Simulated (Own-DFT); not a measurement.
# Response to strain: diamond-structure SiGeSn with randomly placed atoms, 64 atoms (Ge52Si8Sn4)

These are calculations, not measurements. They come from Own-DFT, an in-house plane-wave density functional program, since retired, whose code no person has reviewed. Each row is one single-point run on a periodic cell that was not relaxed, without spin or spin-orbit coupling.

Settings of every run: PBE; PseudoDojo norm-conserving scalar-relativistic files; cutoff 49 hartree; 3 x 3 x 3 k mesh centred on Gamma; Fermi-Dirac smearing of 0.1 eV.

Known limits: forces on such cells moved up to 12 meV/angstrom on a denser k mesh; stress not checked against mesh or cutoff.

Unstrained cell vectors in Å: (11.363, 0.000, 0.000); (0.000, 11.363, 0.000); (0.000, 0.000, 11.363). The unstrained cell has measured lattice constants (interpolated for alloys), not those of this functional. That, the random moves and any unrelaxed bonds set the pressure at no strain. Each run strains this cell uniformly, with the atoms carried along. Every atom was also moved at random, by a Gaussian of width 0.05 Å on each axis. The random placing of the alloy's atoms differs from row to row. Strain is the symmetric tensor, in per cent. Stress is positive in tension, and the pressure is minus a third of its trace.

| run | e_xx (%) | e_yy (%) | e_zz (%) | s_xx (GPa) | s_yy (GPa) | s_zz (GPa) | P (GPa) | E (meV/atom) |
|---|---|---|---|---|---|---|---|---|
| 1 | 3.00 | 3.00 | 0.00 | -0.04 | 0.02 | -1.72 | 0.58 | 14.1 |
| 2 | 2.25 | 2.25 | 0.00 | -1.11 | -1.02 | -2.42 | 1.52 | 17.8 |
| 3 | 2.00 | 2.00 | 0.00 | -1.27 | -1.46 | -2.44 | 1.73 | 11.4 |
| 4 | -1.25 | -1.25 | 0.00 | -6.80 | -6.87 | -6.23 | 6.63 | 46.9 |
| 5 | -0.25 | -0.25 | 0.00 | -5.00 | -5.07 | -4.82 | 4.96 | 32.1 |
| 6 | 1.50 | 1.50 | 0.00 | -1.96 | -1.90 | -2.74 | 2.20 | 0.0 |
| 7 | 0.50 | 0.50 | 0.00 | -3.75 | -3.61 | -3.99 | 3.78 | 18.3 |
| 8 | -2.00 | -2.00 | 0.00 | -8.62 | -8.36 | -7.02 | 8.00 | 61.9 |
| 9 | -0.75 | -0.75 | 0.00 | ? | ? | ? | ? | ? |

E is the free energy for each atom above the lowest run shown.

## Worked fit

The change of volume is close to e_xx + e_yy + e_zz. A straight line through the runs shown gives P = 4.76 - 74 x (fractional change of volume) GPa, with an error of 3 on the slope and a scatter of 0.26 GPa. The strain isn't the same on all axes, but the crystal is cubic, so the slope still estimates the bulk modulus, averaged over pressures from 0.6 to 8.0 GPa.

## Withheld run

Question: what pressure should run 9 give? Its volume changes by -1.49 %.

The line gives 5.9 GPa. The calculation gave 5.77 GPa.
